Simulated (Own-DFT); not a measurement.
# PBE against PBEsol on the same cells

Calculated results; nothing here was measured. The program, named Own-DFT, is a retired in-house plane-wave density functional code that no person has reviewed. Each row is one single-point run on a periodic cell that was not relaxed, without spin or spin-orbit coupling.

Known limits, some of them of some rows only: not probed for a lower state with spin; forces on such cells failed a check on a denser k mesh; forces on such cells moved up to 12 meV/angstrom on a denser k mesh; forces on such cells passed a denser k mesh, each cell not checked; stress not checked against mesh or cutoff.

Each cell was run twice at the same cutoff, k mesh and smearing, with PBE and with PBEsol, on PseudoDojo norm-conserving files made for PBE. Atoms were moved at random from their sites; u is the rms move along one axis. Files made for PBEsol would give a somewhat different change.

```
                                                             cell  atoms  volume (Å³/atom)  u (Å)  cutoff (hartree)  P with PBE (GPa)  P with PBEsol (GPa)  change (GPa)
                                             C40 NbSi2 (Nb12Si24)     36             15.12  0.047                42             -3.00                -6.52         -3.51
                                             C40 NbSi2 (Nb12Si24)     36             14.64  0.051                42              2.76                -0.89         -3.65
                                             C40 NbSi2 (Nb12Si24)     36             14.64  0.054                42              2.80                -0.86         -3.66
                    diamond-structure SiGe in clusters (Ge16Si48)     64             20.66  0.061                42              3.00                 1.21         -1.79
                    diamond-structure SiGe in clusters (Ge16Si48)     64             20.66  0.061                42              3.08                 1.29         -1.79
                    diamond-structure SiGe in clusters (Ge16Si48)     64             20.66  0.058                42              3.11                    ?             ?
     diamond-structure SiGe with randomly placed atoms (Ge48Si16)     64             21.97  0.030                42              3.33                 0.63         -2.70
     diamond-structure SiGe with randomly placed atoms (Ge48Si16)     64             21.97  0.030                42              3.37                 0.66         -2.71
     diamond-structure SiGe with randomly placed atoms (Ge48Si16)     64             21.97  0.029                42              3.34                 0.63         -2.71
diamond-structure SiGeSn with randomly placed atoms (Ge44Si16Sn4)     64             22.58  0.074                49              5.02                 2.33         -2.69
diamond-structure SiGeSn with randomly placed atoms (Ge44Si16Sn4)     64             22.92  0.049                49              3.02                 0.42         -2.60
diamond-structure SiGeSn with randomly placed atoms (Ge44Si16Sn4)     64             21.36  0.049                49              9.48                 6.51         -2.97
```

## Worked reading

Mean change of pressure by composition, in GPa: NbSi2, -3.61; Ge11Si4Sn, -2.75; Ge3Si, -2.71; GeSi3, -1.79. At a fixed cell PBEsol gives the lower pressure, because it favours a smaller volume than PBE. Here the change varies more between materials than between cells of one material.

## Withheld value

Question: what PBEsol pressure should the Ge16Si48 cell with the blank give?

Adding the mean change of the cells with its composition, -1.79 GPa, to 3.11 gives 1.3 GPa. The calculation gave 1.32 GPa.
